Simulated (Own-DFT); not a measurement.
# Which defects push the lattice out? D0_22 TiAl3

Source: density functional calculations with Own-DFT, an unreviewed in-house program that is no longer used. Nothing was measured or relaxed, and spin and spin-orbit coupling are left out.

All runs used: PBE; PseudoDojo norm-conserving scalar-relativistic files; cutoff 42 hartree; 4 x 4 x 4 k mesh centred on Gamma; cold (Marzari-Vanderbilt) smearing of 0.2 eV.

Keep in mind: forces on such cells failed a check on a denser k mesh; stress not checked against mesh or cutoff.

All runs share one cell, with vectors in Å (-2.365, -6.981, 4.326); (-7.667, 3.491, 1.442); (-2.950, -3.488, -7.241) and a volume of 625.4 Å³. u is the rms random offset of the atoms per axis. The defect's site can differ from row to row.

| cell | formula | u (Å) | P (GPa) |
|---|---|---|---|
| no defect | Al30Ti10 | 0.0215 | 2.01 |
| no defect | Al30Ti10 | 0.0521 | 2.81 |
| no defect | Al30Ti10 | 0.0547 | 2.89 |
| two Al on a Ti site each | Al32Ti8 | 0.0285 | 2.86 |
| two Al on a Ti site each | Al32Ti8 | 0.0334 | ? |
| two Al on a Ti site each | Al32Ti8 | 0.0516 | 3.48 |
| two Al on a Ti site each | Al32Ti8 | 0.0536 | 3.46 |
| two Ti on an Al site each | Al28Ti12 | 0.0303 | 3.32 |
| two Ti on an Al site each | Al28Ti12 | 0.0320 | 3.37 |
| two Ti on an Al site each | Al28Ti12 | 0.0566 | 3.79 |
| two Al vacancies | Al28Ti10 | 0.0268 | 1.13 |
| two Al vacancies | Al28Ti10 | 0.0292 | 1.22 |
| two Al vacancies | Al28Ti10 | 0.0508 | 1.90 |

## What the rows give

P = P0 + c u² + a shift for each defect gives P0 = 1.93 GPa, c = 309 ± 29 GPa/Å² and a scatter of 0.10 GPa. The shifts, and each times the cell's volume:

- two Ti on an Al site each: 1.03 ± 0.08 GPa, 4.0 eV (2.0 eV for each of its 2 sites)
- two Al on a Ti site each: 0.68 ± 0.08 GPa, 2.6 eV (1.3 eV for each of its 2 sites)
- two Al vacancies: -0.94 ± 0.08 GPa, -3.7 eV (-1.8 eV for each of its 2 sites)

Against the defect-free cell, a freed cell would be larger where the shift is positive and smaller where it is negative (160.2 GPa Å³ is 1 eV). The atoms around the defects weren't relaxed, which would change these numbers.

## Test on the hidden row

Q: what pressure belongs in the blank (two Al on a Ti site each, u = 0.0334 Å)?

Estimate: 2.96 ± 0.12 GPa. The run itself gave 2.96 GPa.
